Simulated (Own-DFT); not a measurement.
# Computed records: Hf32O63 (monoclinic hafnia with one neutral oxygen vacancy, atoms displaced)

Computed with Own-DFT development build. A calculation, not a measurement: plane-wave PBE and HSE06 DFT by an unreviewed code, no spin, of a simulated cell at Gamma alone, so results move with cell size and shape, stress positive in tension, energies less offsets, not probed for a lower state with spin; hafnium file: forces about 75 meV/angstrom off all-electron values; oxygen file: force components 24 meV/angstrom off all-electron in a glass; k mesh not checked against a denser one; forces and stress are PBE's, HSE06 gives the energy alone, and its difference from PBE has offsets of its own; offsets are fitted by least squares, one for each functional and potential file, so energies compare only between cells with the same atoms and settings and are not formation energies; the far tail of each file's local potential was reset to the Coulomb form; each entry is a single point on an unrelaxed cell, so the pressure reflects the starting lattice, mostly measured values, from which strain is counted, and rises with the displacements; printed positions are rounded, which can move forces by about a meV/angstrom; the program is a retired in-house code; no spin-orbit coupling.

```yaml
- formula: Hf32O63
  kind: "monoclinic hafnia with one neutral oxygen vacancy, atoms displaced"
  structure:
    cell_angstrom: [[10.234, 0.0, 0.0], [0.0, 10.35, 0.0], [-1.6955, 0.0, 10.4453]]
    atoms_fractional:
      - [Hf, 0.13592, 0.01804, 0.10822]
      - [Hf, 0.3628, 0.26856, 0.14145]
      - [Hf, 0.36441, 0.48194, 0.39649]
      - [Hf, 0.13894, 0.22959, 0.35324]
      - [O, 0.03352, 0.16756, 0.17324]
      - [O, 0.46511, 0.41028, 0.07826]
      - [O, 0.46638, 0.33549, 0.32638]
      - [O, 0.03972, 0.08671, 0.42375]
      - [O, 0.22787, 0.37577, 0.23576]
      - [O, 0.27979, 0.12662, 0.00528]
      - [O, 0.27771, 0.12502, 0.25821]
      - [O, 0.2221, 0.37376, 0.49094]
      - [Hf, 0.14108, 0.01539, 0.60439]
      - [Hf, 0.36594, 0.26883, 0.64764]
      - [Hf, 0.35896, 0.48014, 0.89886]
      - [Hf, 0.13709, 0.23228, 0.85375]
      - [O, 0.03927, 0.16179, 0.67255]
      - [O, 0.46445, 0.41494, 0.57753]
      - [O, 0.46492, 0.33318, 0.82999]
      - [O, 0.03472, 0.07986, 0.9231]
      - [O, 0.22004, 0.37498, 0.74095]
      - [O, 0.27584, 0.1308, 0.50993]
      - [O, 0.27411, 0.12291, 0.75588]
      - [O, 0.22145, 0.36666, 0.98726]
      - [Hf, 0.14708, 0.51694, 0.10617]
      - [Hf, 0.36421, 0.77107, 0.14183]
      - [Hf, 0.36258, 0.9752, 0.39737]
      - [Hf, 0.13813, 0.72954, 0.35566]
      - [O, 0.03634, 0.66646, 0.17199]
      - [O, 0.46147, 0.91498, 0.06862]
      - [O, 0.46385, 0.83549, 0.3259]
      - [O, 0.04207, 0.59156, 0.42477]
      - [O, 0.22541, 0.87627, 0.24178]
      - [O, 0.27609, 0.63128, 0.00514]
      - [O, 0.26837, 0.62292, 0.26335]
      - [O, 0.22318, 0.87046, 0.48932]
      - [Hf, 0.14194, 0.52028, 0.60471]
      - [Hf, 0.35782, 0.77134, 0.64238]
      - [Hf, 0.36072, 0.97798, 0.89626]
      - [Hf, 0.13533, 0.7336, 0.84925]
      - [O, 0.03395, 0.66697, 0.67325]
      - [O, 0.45755, 0.92292, 0.57733]
      - [O, 0.46382, 0.83437, 0.82457]
      - [O, 0.03675, 0.58242, 0.92303]
      - [O, 0.22053, 0.87944, 0.73914]
      - [O, 0.27763, 0.62688, 0.51277]
      - [O, 0.22412, 0.87642, 0.99564]
      - [Hf, 0.64265, 0.02176, 0.1019]
      - [Hf, 0.86563, 0.27187, 0.14774]
      - [Hf, 0.86244, 0.48536, 0.39335]
      - [Hf, 0.63926, 0.22715, 0.35339]
      - [O, 0.53572, 0.163, 0.17403]
      - [O, 0.96444, 0.41701, 0.07619]
      - [O, 0.96556, 0.32563, 0.32751]
      - [O, 0.53696, 0.08266, 0.42582]
      - [O, 0.7245, 0.37761, 0.2423]
      - [O, 0.77965, 0.13389, 0.00432]
      - [O, 0.77596, 0.12111, 0.26292]
      - [O, 0.72305, 0.3672, 0.48849]
      - [Hf, 0.63237, 0.02388, 0.60753]
      - [Hf, 0.85967, 0.26707, 0.64959]
      - [Hf, 0.86314, 0.47487, 0.89494]
      - [Hf, 0.63984, 0.22965, 0.85504]
      - [O, 0.53008, 0.17273, 0.66922]
      - [O, 0.96648, 0.41951, 0.58073]
      - [O, 0.96571, 0.3361, 0.82788]
      - [O, 0.53873, 0.08097, 0.92082]
      - [O, 0.72641, 0.37651, 0.73978]
      - [O, 0.78297, 0.13216, 0.50919]
      - [O, 0.779, 0.12618, 0.75831]
      - [O, 0.72711, 0.36585, 0.98767]
      - [Hf, 0.63685, 0.51797, 0.10589]
      - [Hf, 0.861, 0.77197, 0.1454]
      - [Hf, 0.86511, 0.97868, 0.39512]
      - [Hf, 0.63753, 0.72936, 0.35673]
      - [O, 0.53161, 0.66614, 0.17176]
      - [O, 0.96718, 0.91683, 0.0818]
      - [O, 0.96833, 0.82897, 0.33065]
      - [O, 0.53551, 0.58295, 0.41953]
      - [O, 0.72231, 0.87821, 0.23637]
      - [O, 0.77314, 0.62614, 0.00832]
      - [O, 0.77281, 0.61998, 0.25893]
      - [O, 0.72479, 0.87471, 0.4914]
      - [Hf, 0.63739, 0.52163, 0.60298]
      - [Hf, 0.86961, 0.76973, 0.65203]
      - [Hf, 0.86282, 0.9785, 0.89403]
      - [Hf, 0.6415, 0.73042, 0.8537]
      - [O, 0.54066, 0.6604, 0.66789]
      - [O, 0.96651, 0.91527, 0.57411]
      - [O, 0.96265, 0.83326, 0.82801]
      - [O, 0.53501, 0.59186, 0.92216]
      - [O, 0.72172, 0.8796, 0.74205]
      - [O, 0.77511, 0.62622, 0.50843]
      - [O, 0.77672, 0.62374, 0.75697]
      - [O, 0.72523, 0.87386, 0.99046]
  settings:
    first_functional: PBE
    second_functional: HSE06
    exact_exchange_share: 0.25
    "screening [1/bohr]": 0.11
    exchange_divergence: Gygi-Baldereschi
    potential_files: "PseudoDojo norm-conserving, scalar-relativistic, made for PBE, standard set"
    "wave_cutoff [hartree]": 48.0
    occupations: fixed
    k_mesh: "1 x 1 x 1 centred on Gamma"
  results:
    "PBE_energy_of_cell_above_offsets [eV]": "-93.998"
    "HSE06_less_PBE_above_offsets [eV]": "-0.029"
    "PBE_pressure [GPa]": 3.8
    "PBE_stress_xx [GPa]": -3.89
    "PBE_stress_yy [GPa]": -3.94
    "PBE_stress_zz [GPa]": -3.58
    "PBE_stress_yz [GPa]": 0.1
    "PBE_stress_xz [GPa]": 0.45
    "PBE_stress_xy [GPa]": 0.69
    force_element: [Hf, Hf, Hf, Hf, O, O, O, O, O, O, O, O, Hf, Hf, Hf, Hf, O, O, O, O, O, O, O, O, Hf, Hf, Hf, Hf, O, O, O, O, O, O, O, O, Hf, Hf, Hf, Hf, O, O, O, O, O, O, O, Hf, Hf, Hf, Hf, O, O, O, O, O, O, O, O, Hf, Hf, Hf, Hf, O, O, O, O, O, O, O, O, Hf, Hf, Hf, Hf, O, O, O, O, O, O, O, O, Hf, Hf, Hf, Hf, O, O, O, O, O, O, O, O]
    "force_x [eV/angstrom]": [0.911, -0.3, -0.319, 0.554, 0.416, 0.51, 0.001, -0.732, -0.193, -0.402, -0.079, 0.271, -0.351, -2.0, 0.703, 0.117, -1.022, 0.29, -0.071, 0.155, 0.632, 0.308, 0.455, 0.399, -2.029, -0.713, -0.325, 0.423, -0.341, 1.085, 0.615, -1.822, 0.017, 0.245, 1.342, 0.162, -0.744, 1.033, 0.028, 0.379, 0.81, 0.382, 0.115, 0.229, 0.337, 0.577, -0.277, -0.701, -0.215, 0.528, -0.171, 0.065, 0.493, -0.677, -0.134, 0.138, -0.246, 0.316, 0.321, 1.15, 1.478, 0.107, -0.356, 1.779, -0.299, 0.397, -0.064, -0.512, -0.689, -0.642, -0.568, 0.219, 0.713, -0.057, 0.249, 0.496, -0.717, -1.187, -0.067, 0.179, 0.181, 0.06, -0.185, 0.908, -1.552, -0.194, -0.37, -1.962, 0.024, 0.246, -1.116, 0.09, 0.295, 0.237, 0.234]
    "force_y [eV/angstrom]": [0.647, -1.136, -1.242, 0.001, -0.472, 1.261, -0.045, -1.004, 0.482, 0.38, -0.868, 0.039, 2.177, 0.673, -0.312, -1.577, 0.549, 0.539, 0.36, 0.27, 1.314, -0.324, -0.634, 0.983, 1.046, 0.58, 1.666, 0.312, -0.214, 0.023, -0.533, -1.711, 0.544, -0.272, -0.688, -0.221, -0.999, -0.56, 0.821, -1.344, -0.218, -0.531, -0.489, 0.287, -0.776, 0.575, -0.832, 0.224, -0.036, -1.542, 0.341, -0.171, 0.119, 1.606, -0.112, 0.459, -0.885, -0.348, 0.652, -0.216, 0.753, 1.172, 0.227, -1.199, 0.081, -0.709, 0.092, 0.494, -0.779, -0.959, 0.851, 0.446, -0.901, 0.356, 0.536, -0.484, -0.202, 0.828, 0.18, -0.097, 0.429, 0.287, -0.437, -1.364, 0.305, 1.039, -0.179, 1.937, -0.231, 0.003, -1.232, 0.452, 0.468, -0.42, -0.362]
    "force_z [eV/angstrom]": [-0.389, 0.935, -0.095, 0.705, -0.307, -0.596, -0.07, -0.265, 0.139, 0.452, 0.197, -0.463, -0.425, -0.577, -1.0, -0.692, 0.228, -0.211, 0.274, -0.023, 0.153, -0.09, 0.682, 0.626, -0.463, 0.492, -0.886, -0.871, -0.275, 1.039, 0.052, 0.2, -0.194, 0.139, -0.47, 0.296, 0.201, 0.775, -0.432, 1.557, 0.008, 0.684, -0.553, -0.286, 0.306, 0.64, -1.011, -0.008, -0.218, 1.29, 0.6, -0.39, 0.388, 0.405, -0.031, -0.552, 0.747, -0.744, 0.041, -0.902, -1.601, 0.243, -0.003, 0.475, -0.432, -0.027, -0.143, -0.01, 0.195, 0.284, 0.46, -0.537, 0.074, 0.526, -0.183, 0.141, -0.32, -0.498, 0.076, 0.334, 0.449, -0.009, -0.214, -0.138, -1.638, 0.518, -0.233, 0.541, 0.423, 0.062, 0.3, -0.235, -0.069, 0.58, -0.148]
```
